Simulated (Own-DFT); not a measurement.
# Computed records: Si12O23 (quartz with two neutral oxygen vacancies, atoms displaced)

A calculation, not a measurement: plane-wave PBE and HSE06 DFT by an unreviewed code, no spin, of a simulated cell at Gamma alone, so results move with cell size and shape, stress positive in tension, energies less offsets, not probed for a lower state with spin; oxygen file: force components 24 meV/angstrom off all-electron in a glass; k mesh not checked against a denser one; forces and stress are PBE's, HSE06 gives the energy alone, and its difference from PBE has offsets of its own; offsets are fitted by least squares, one for each functional and potential file, so energies compare only between cells with the same atoms and settings and are not formation energies; the far tail of each file's local potential was reset to the Coulomb form; each entry is a single point on an unrelaxed cell, so the pressure reflects the starting lattice, mostly measured values (interpolated for alloys), from which strain is counted, and rises with the displacements; printed positions are rounded, which can move forces by about a meV/angstrom; the program, named Own-DFT, is a retired in-house code; no spin-orbit coupling. Program: Own-DFT development build.

Settings shared by all entries: first functional PBE; second functional HSE06; exact exchange share 0.25; screening 0.11 1/bohr; exchange divergence Gygi-Baldereschi; potential files PseudoDojo norm-conserving, scalar-relativistic, made for PBE, standard set; wave cutoff 48 hartree; occupations fixed; k mesh 1 x 1 x 1 centred on Gamma.

(1) Si12O23 (quartz with two neutral oxygen vacancies, atoms displaced)

```
cell vectors (Å)
   9.8268     0.0000     0.0000
  -4.9134     8.5103     0.0000
   0.0000     0.0000    10.8104
atoms (fractions of the cell vectors)
Si  0.23191  0.99961  0.00162
Si  0.99881  0.23489  0.33581
Si  0.26388  0.26343  0.16594
O   0.20600  0.13084  0.05528
O   0.42552  0.30066  0.22260
O   0.07125  0.36869  0.43674
O   0.13165  0.20671  0.27294
O   0.29197  0.42429  0.10638
Si  0.23558  0.00036  0.49917
Si  0.99899  0.22774  0.83289
Si  0.25932  0.25929  0.66561
O   0.20788  0.12881  0.55784
O   0.42924  0.29050  0.72629
O   0.36760  0.07667  0.89215
O   0.07224  0.36928  0.93923
O   0.13042  0.19919  0.77171
O   0.29234  0.43000  0.60562
Si  0.23578  0.49894  0.99776
Si  0.99597  0.73312  0.33153
Si  0.26568  0.76407  0.16378
O   0.20478  0.63018  0.06011
O   0.42898  0.79396  0.22812
O   0.36420  0.57985  0.39360
O   0.07116  0.86758  0.43849
O   0.13141  0.70464  0.27394
O   0.29037  0.92745  0.10442
Si  0.24019  0.50610  0.49986
Si  0.00208  0.73742  0.82923
Si  0.26755  0.76883  0.66606
O   0.21594  0.63797  0.55944
O   0.43150  0.79427  0.72302
O   0.35974  0.56703  0.89374
O   0.08093  0.87151  0.94186
O   0.13127  0.70301  0.77687
O   0.29545  0.92590  0.60594
Si  0.73630  0.00054  0.00281
Si  0.49942  0.23494  0.33680
Si  0.76209  0.26778  0.16817
O   0.70455  0.13345  0.06130
O   0.92636  0.28892  0.22811
O   0.86248  0.07195  0.39353
O   0.57196  0.36794  0.43988
O   0.79271  0.42369  0.10484
Si  0.73388  0.99882  0.50252
Si  0.49756  0.22863  0.83482
Si  0.76518  0.26125  0.66002
O   0.70651  0.13336  0.56491
O   0.93117  0.29544  0.72512
O   0.86467  0.07221  0.89040
O   0.56842  0.36478  0.94531
O   0.63603  0.20912  0.77412
O   0.79663  0.42696  0.60466
Si  0.73946  0.50419  0.00221
Si  0.49824  0.73187  0.33027
Si  0.77099  0.77041  0.16527
O   0.70756  0.63771  0.06645
O   0.92782  0.79804  0.22733
O   0.86404  0.57575  0.39454
O   0.57354  0.86118  0.44332
O   0.63873  0.70624  0.28025
O   0.79315  0.92108  0.10953
Si  0.73089  0.49983  0.49949
Si  0.50109  0.73314  0.83134
Si  0.76866  0.76774  0.66268
O   0.70634  0.63549  0.56327
O   0.92794  0.79034  0.72551
O   0.86900  0.57669  0.89603
O   0.57535  0.87261  0.93794
O   0.63388  0.70292  0.77205
O   0.79976  0.92356  0.60896
```

It finds PBE energy of cell above offsets -21.442 eV; HSE06 less PBE above offsets 0.030 eV; PBE pressure 7.27 GPa; PBE stress xx -5.45 GPa; PBE stress yy -9.59 GPa; PBE stress zz -6.77 GPa; PBE stress yz -0.4 GPa; PBE stress xz -1.11 GPa; PBE stress xy 1.64 GPa.

Force:
```tsv
element	x (eV/Å)	y (eV/Å)	z (eV/Å)
Si	2.633	1.42	-1.398
Si	0.65	-0.583	-0.457
Si	-1.208	-0.598	-0.851
O	-1.782	2.273	1.648
O	2.561	-0.354	1.966
O	0.7	1.656	1.717
O	0.246	-0.489	0.135
O	-0.35	0.699	-0.313
Si	2.261	-0.23	-2.7
Si	-0.993	3.14	-0.106
Si	2.091	2.081	-0.183
O	-1.951	1.784	1.088
O	-1.964	0.115	-1.279
O	-1.159	-3.281	1.623
O	-0.307	-1.602	-0.847
O	0.186	-0.497	0.365
O	1.306	-1.969	1.392
Si	-1.257	-1.229	2.041
Si	0.869	0.645	0.228
Si	-0.628	0.335	0.873
O	-0.163	0.287	-0.094
O	-1.357	0.708	-1.648
O	0.741	-1.021	-0.935
O	0.167	0.114	0.213
O	0.558	0.155	-0.518
O	1.634	-1.041	1.795
Si	-1.625	-2.296	-0.53
Si	-0.066	-0.15	3.134
Si	0.41	-1.89	1.484
O	-1.488	0.868	0.436
O	-0.316	0.124	0.115
O	2.395	2.554	-2.73
O	-2.449	-3.358	-2.553
O	2.231	0.315	-1.589
O	-0.506	1.436	-0.412
Si	0.033	0.041	-0.255
Si	0.012	-2.392	-2.389
Si	-0.333	-1.835	2.498
O	0.119	-0.339	-0.008
O	-1.756	0.406	-1.299
O	0.149	-0.152	0.233
O	-0.673	0.542	0.749
O	0.239	1.787	-0.024
Si	0.546	-0.911	-0.008
Si	1.101	3.653	-0.267
Si	-0.191	3.965	5.525
O	0.319	-4.082	-3.817
O	-0.221	-0.462	-0.328
O	-0.374	-1.686	1.234
O	0.767	0.604	-0.109
O	0.932	-0.141	-0.63
O	-0.454	0.364	-0.575
Si	-2.406	-0.921	-0.749
Si	2.056	1.125	1.158
Si	-0.649	-2.96	3.678
O	0.702	-2.372	-2.229
O	1.232	0.433	0.036
O	-0.007	-0.531	-0.263
O	-0.348	0.301	0.149
O	0.182	0.231	-0.8
O	-1.982	4.505	-2.297
Si	0.932	0.687	1.291
Si	-0.169	-0.244	0.959
Si	0.418	-2.315	3.394
O	0.201	-1.919	-1.93
O	-0.743	0.866	-1.155
O	0.334	0.523	-0.538
O	-0.257	-1.231	-0.356
O	0.19	0.16	0.105
O	-1.969	4.177	-2.093
```

(2) Si12O23 (quartz with two neutral oxygen vacancies, atoms displaced)

```
cell vectors (Å)
   9.8268     0.0000     0.0000
  -4.9134     8.5103     0.0000
   0.0000     0.0000    10.8104
atoms (fractions of the cell vectors)
Si  0.23625  0.99682  0.00004
Si  0.00116  0.23483  0.33824
Si  0.26488  0.26686  0.17370
O   0.20026  0.12924  0.05913
O   0.43056  0.29342  0.22588
O   0.07078  0.36492  0.44206
O   0.13294  0.20490  0.27290
O   0.29609  0.42948  0.11255
Si  0.23103  0.99881  0.49469
Si  0.00067  0.23745  0.83545
Si  0.26878  0.27053  0.66946
O   0.20761  0.12936  0.56107
O   0.42713  0.28675  0.72759
O   0.36861  0.07599  0.89529
O   0.07675  0.36639  0.93779
O   0.13105  0.20261  0.77888
O   0.29783  0.42574  0.61006
Si  0.23346  0.50014  0.99913
Si  0.99644  0.73430  0.33741
Si  0.26604  0.76286  0.16585
O   0.20630  0.63246  0.05557
O   0.42449  0.78769  0.22107
O   0.35782  0.57057  0.38941
O   0.13140  0.70894  0.27458
O   0.29435  0.92840  0.11016
Si  0.23993  0.50513  0.49832
Si  0.99956  0.73412  0.83174
Si  0.27153  0.76659  0.66932
O   0.20566  0.63496  0.55819
O   0.41970  0.79136  0.72908
O   0.37095  0.57705  0.89306
O   0.06703  0.86351  0.94136
O   0.12179  0.69690  0.77292
O   0.29253  0.92631  0.61012
Si  0.73296  0.00271  0.00114
Si  0.50235  0.23695  0.32972
Si  0.76566  0.26797  0.16577
O   0.70454  0.12555  0.06235
O   0.92664  0.29605  0.22895
O   0.87714  0.08169  0.39272
O   0.56686  0.36342  0.43983
O   0.62872  0.20418  0.27464
O   0.79571  0.42669  0.10942
Si  0.73179  0.00229  0.49514
Si  0.50223  0.23791  0.83152
Si  0.76986  0.26932  0.66462
O   0.70643  0.13615  0.55958
O   0.92487  0.29423  0.72722
O   0.86543  0.06862  0.89123
O   0.57176  0.36585  0.93657
O   0.63051  0.21247  0.77168
O   0.79011  0.42085  0.60843
Si  0.73692  0.50179  0.00001
Si  0.50137  0.73672  0.33697
Si  0.76512  0.76438  0.16628
O   0.71317  0.63590  0.06176
O   0.92592  0.78450  0.22714
O   0.87273  0.57818  0.39364
O   0.57258  0.87114  0.43869
O   0.63814  0.70832  0.26856
O   0.79292  0.92781  0.10618
Si  0.73120  0.50323  0.49676
Si  0.49843  0.73316  0.83757
Si  0.76463  0.75960  0.66776
O   0.70610  0.63027  0.55996
O   0.92837  0.79391  0.72490
O   0.86134  0.57699  0.89489
O   0.58163  0.86869  0.94042
O   0.63212  0.70275  0.77339
O   0.78970  0.92784  0.60966
```

The calculation gives: PBE energy of cell above offsets -20.362 eV; HSE06 less PBE above offsets 0.016 eV; PBE pressure 7.69 GPa; PBE stress xx -8.16 GPa; PBE stress yy -8.67 GPa; PBE stress zz -6.23 GPa; PBE stress yz -0.22 GPa; PBE stress xz 0.67 GPa; PBE stress xy 0.8 GPa.

Force:
```tsv
element	x (eV/Å)	y (eV/Å)	z (eV/Å)
Si	-1.801	0.786	0.049
Si	0.831	3.225	-3.475
Si	1.352	-1.223	-3.646
O	0.253	1.092	1.22
O	-1.325	0.96	-1.593
O	0.833	1.799	1.48
O	-1.279	-0.494	1.888
O	-0.814	0.863	-1.107
Si	1.777	-1.292	-2.337
Si	-0.447	-2.545	-1.348
Si	0.347	-4.196	0.84
O	-1.548	1.969	1.368
O	-2.205	1.282	-2.108
O	0.378	-0.439	-0.321
O	-0.616	0.996	1.277
O	1.245	0.642	-1.291
O	-1.517	3.077	-2.083
Si	2.19	-0.64	0.911
Si	2.851	4.749	0.547
Si	-2.495	-0.035	0.172
O	-0.976	0.994	0.535
O	2.325	0.138	1.703
O	2.3	1.565	-1.751
O	1.524	-0.343	-0.707
O	0.6	-0.462	0.147
Si	-1.988	-2.551	2.583
Si	-1.121	0.508	1.197
Si	-6.036	-1.145	-1.687
O	0.416	0.059	0.271
O	4.959	0.496	2.619
O	-1.174	-2.798	1.437
O	0.769	0.495	0.245
O	3.15	0.064	-1.539
O	-0.293	0.387	-0.595
Si	3.998	-1.112	-1.148
Si	-2.527	-3.2	3.38
Si	0.768	-2.41	1.119
O	-2.57	3.636	1.948
O	0.378	-0.131	0.212
O	-2.536	-5.213	2.546
O	0.518	1.954	0.936
O	3.128	-0.211	-1.586
O	-0.901	1.56	-1.268
Si	2.7	1.512	2.382
Si	-0.439	-1.735	1.75
Si	-1.332	-2.666	1.794
O	0.12	-0.851	-0.985
O	1.622	0.33	0.765
O	-0.239	0.853	0.163
O	0.534	2.099	2.185
O	3.411	-0.593	-1.343
O	-2.135	4.218	-2.921
Si	-1.244	-1.609	0.558
Si	0.173	-1.054	-3.25
Si	1.766	2.215	-1.221
O	-0.641	-0.861	-0.828
O	-1.487	0.991	-1.28
O	-1.74	-3.912	2.144
O	-0.897	-0.837	-0.366
O	-3.398	-0.85	3.536
O	0.582	-0.38	0.721
Si	2.748	-3.178	0.234
Si	1.587	2.504	-1.875
Si	-1.126	2.293	-0.021
O	-1.477	1.242	0.324
O	-0.122	0.173	-0.505
O	1.202	0.027	-1.379
O	-1.982	-1.908	-1.02
O	-0.719	-0.248	0.362
O	-0.19	-0.63	-0.967
```

(3) Si12O23 (quartz with two neutral oxygen vacancies, atoms displaced)

```
cell vectors (Å)
   9.8268     0.0000     0.0000
  -4.9134     8.5103     0.0000
   0.0000     0.0000    10.8104
atoms (fractions of the cell vectors)
Si  0.23791  0.00155  0.00065
Si  0.00051  0.22999  0.33587
Si  0.26407  0.26282  0.16849
O   0.20733  0.13304  0.05706
O   0.36863  0.07427  0.39209
O   0.06856  0.36112  0.43529
O   0.29771  0.43210  0.10878
Si  0.23627  0.00226  0.49949
Si  0.99882  0.23371  0.82930
Si  0.26666  0.26595  0.67047
O   0.20563  0.13432  0.56114
O   0.42785  0.29180  0.72501
O   0.36991  0.07516  0.89737
O   0.07728  0.36593  0.93988
O   0.13499  0.21703  0.77194
O   0.28957  0.42975  0.60644
Si  0.23407  0.50001  0.00093
Si  0.00091  0.73728  0.33390
Si  0.26136  0.76407  0.16512
O   0.20470  0.63265  0.06051
O   0.42931  0.79561  0.23303
O   0.36026  0.56969  0.39265
O   0.07371  0.86845  0.43970
O   0.13025  0.70430  0.27190
O   0.29639  0.92815  0.10387
Si  0.23591  0.50239  0.49506
Si  0.00059  0.73026  0.83250
Si  0.26531  0.76108  0.66666
O   0.20907  0.63065  0.55268
O   0.42599  0.79175  0.72448
O   0.36520  0.56882  0.89264
O   0.07687  0.86854  0.94201
O   0.13543  0.70815  0.76827
O   0.29489  0.92392  0.60674
Si  0.73284  0.99351  0.00214
Si  0.50024  0.23508  0.33029
Si  0.77118  0.26689  0.17034
O   0.71000  0.13655  0.06185
O   0.92235  0.28847  0.22692
O   0.85831  0.07008  0.38752
O   0.57675  0.36517  0.43836
O   0.63477  0.20958  0.27623
O   0.78911  0.42440  0.10455
Si  0.73352  0.99647  0.49934
Si  0.50120  0.23514  0.83155
Si  0.76446  0.26728  0.67158
O   0.70268  0.12741  0.55915
O   0.92796  0.29497  0.73082
O   0.87116  0.06987  0.89401
O   0.57313  0.37169  0.93722
O   0.64080  0.21265  0.77732
O   0.79131  0.42416  0.60733
Si  0.73108  0.49976  0.99830
Si  0.49813  0.73015  0.33045
Si  0.76053  0.76464  0.16768
O   0.70334  0.62933  0.05625
O   0.93099  0.79698  0.22720
O   0.86054  0.57202  0.39357
O   0.57516  0.86624  0.43437
O   0.63412  0.70790  0.27407
O   0.80207  0.93658  0.10499
Si  0.73925  0.50379  0.50722
Si  0.50645  0.74060  0.83885
Si  0.77175  0.77070  0.66199
O   0.70676  0.63207  0.55543
O   0.92437  0.79740  0.72485
O   0.86324  0.57389  0.89098
O   0.56788  0.86185  0.94048
O   0.62502  0.70003  0.77646
O   0.78683  0.92441  0.61062
```

It finds PBE energy of cell above offsets -20.967 eV; HSE06 less PBE above offsets 0.007 eV; PBE pressure 7.39 GPa; PBE stress xx -8.45 GPa; PBE stress yy -6.39 GPa; PBE stress zz -7.32 GPa; PBE stress yz 0.12 GPa; PBE stress xz 0.88 GPa; PBE stress xy 1.11 GPa.

Force:
```tsv
element	x (eV/Å)	y (eV/Å)	z (eV/Å)
Si	-0.454	-0.268	-0.223
Si	2.057	-0.538	-4.129
Si	-0.178	0.166	2.779
O	-0.777	0.836	0.379
O	-0.333	-1.011	0.391
O	0.445	2.526	2.531
O	0.587	-0.486	0.592
Si	0.846	-0.207	0.584
Si	-0.046	-0.077	3.781
Si	-0.939	1.486	-2.48
O	-0.053	-0.111	0.07
O	0.529	0.253	-0.115
O	0.972	0.572	-1.411
O	-1.026	-0.928	-0.392
O	1.555	-1.164	0.034
O	0.97	-1.121	0.639
Si	0.931	-0.142	-0.527
Si	-0.384	-1.492	0.41
Si	1.556	0.753	1.096
O	-0.374	0.072	-0.331
O	-2.865	0.356	-2.877
O	2.478	1.266	-2.821
O	-0.23	0.244	0.5
O	0.224	-0.134	0.232
O	0.865	-0.517	1.246
Si	-0.661	-3.786	1.357
Si	-0.933	2.364	0.104
Si	0.961	0.193	-2.583
O	-2.243	2.641	1.873
O	1.407	0.143	1.242
O	0.2	1.173	-0.192
O	-0.628	-1.75	-1.471
O	-1.483	-1.146	1.588
O	-0.648	0.781	-0.647
Si	-1.432	3.476	-1.856
Si	-2.418	1.126	-0.783
Si	-3.381	-0.302	-1.633
O	0.286	-1.592	-1.148
O	3.109	0.857	1.397
O	0.361	-1.095	0.538
O	-0.109	0.946	1.045
O	1.335	-0.45	-0.875
O	0.269	0.218	0.256
Si	-0.815	0.307	-0.437
Si	-0.224	0.145	1.473
Si	2.031	-1.687	-2.779
O	-0.494	1.919	1.742
O	-1.939	0.83	-2.112
O	-0.779	-0.503	0.043
O	-0.941	-1.344	-0.817
O	-1.147	-0.938	1.323
O	0.917	0.267	1.277
Si	1.782	-0.821	0.289
Si	-0.511	-0.102	2.256
Si	2.54	0.718	-1.588
O	-1.593	2.838	2.012
O	-1.94	0.071	-1.284
O	1.212	1.121	-0.66
O	-0.166	-0.532	0.621
O	0.616	-0.865	-0.025
O	1.701	-2.899	2.576
Si	-0.425	-2.654	-3.885
Si	-2.606	-4.622	-3.874
Si	-2.995	-3.723	1.851
O	-1.87	2.786	1.959
O	3.259	-0.117	1.739
O	0.408	-0.456	-0.28
O	0.299	3.612	3.719
O	3.565	0.653	-2.435
O	-0.236	1.868	-0.873
```
